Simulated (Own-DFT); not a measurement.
# Biaxial strain at fixed height in diamond-structure GeSn with randomly placed atoms, 64 atoms (Ge52Sn12)

Everything here is calculated. The program is Own-DFT (plane waves, in-house, since retired, never reviewed by a person); positions were held fixed, and spin and spin-orbit coupling were off.

All runs used: PBE; PseudoDojo norm-conserving scalar-relativistic files; cutoff 49 hartree; 3 x 3 x 3 k mesh centred on Gamma; Fermi-Dirac smearing of 0.1 eV.

Caveats: forces on such cells moved up to 12 meV/angstrom on a denser k mesh; stress not checked against mesh or cutoff.

Unstrained cell vectors in Å: (11.628, 0.000, 0.000); (0.000, 11.628, 0.000); (0.000, 0.000, 11.628). The unstrained cell has measured lattice constants (interpolated for alloys), not those of this functional. That, the random moves and any unrelaxed bonds set the pressure at no strain. Each run strains x and y alike by e, as a substrate would, and holds the height along z. Random moves of width 0.05 Å per axis were added to every atom. The random placing of the alloy's atoms differs from row to row. Stress is positive in tension.

```
e (%)  u (Å)  (s_xx + s_yy)/2 (GPa)  s_zz (GPa)
-3.00  0.048                 -11.28       -9.63
-2.75  0.050                 -10.69       -9.21
-1.00  0.048                  -7.46       -6.95
-0.50  0.053                  -6.34       -6.21
 0.25  0.054                  -5.15       -5.36
 0.50  0.049                  -4.72       -4.89
 1.25  0.049                      ?           ?
 1.75  0.050                  -2.86       -3.75
 2.25  0.054                  -2.18       -3.28
 2.75  0.049                  -1.32       -2.62
```

## What the rows give

With e as a fraction, the in-plane stress is -5.6 + 170 e - 644 e² GPa (errors 2 and 88, scatter 0.09), and s_zz is -5.6 + 119 e - 463 e² GPa (slope ± 2, scatter 0.10). At e = 0 the first slope is C11 + C12 and the second 2 C12, both with the ions held to the strained lattice and at the cell's own pressure. The term in e² is negative: the layer stiffens under compression and softens under tension. A free layer would change its height as e changes, and the in-plane slope would drop by 2 C12²/C11 to the biaxial modulus. At fixed height, a misfit of 1 % moves the in-plane stress by about 1.7 GPa and s_zz by 1.2 GPa.

## Test on the hidden row

Asked: what are the two stresses at e = 1.25 %?

The fitted form gives -3.6 and -4.2 GPa. Computed: -3.61 and -4.25 GPa.
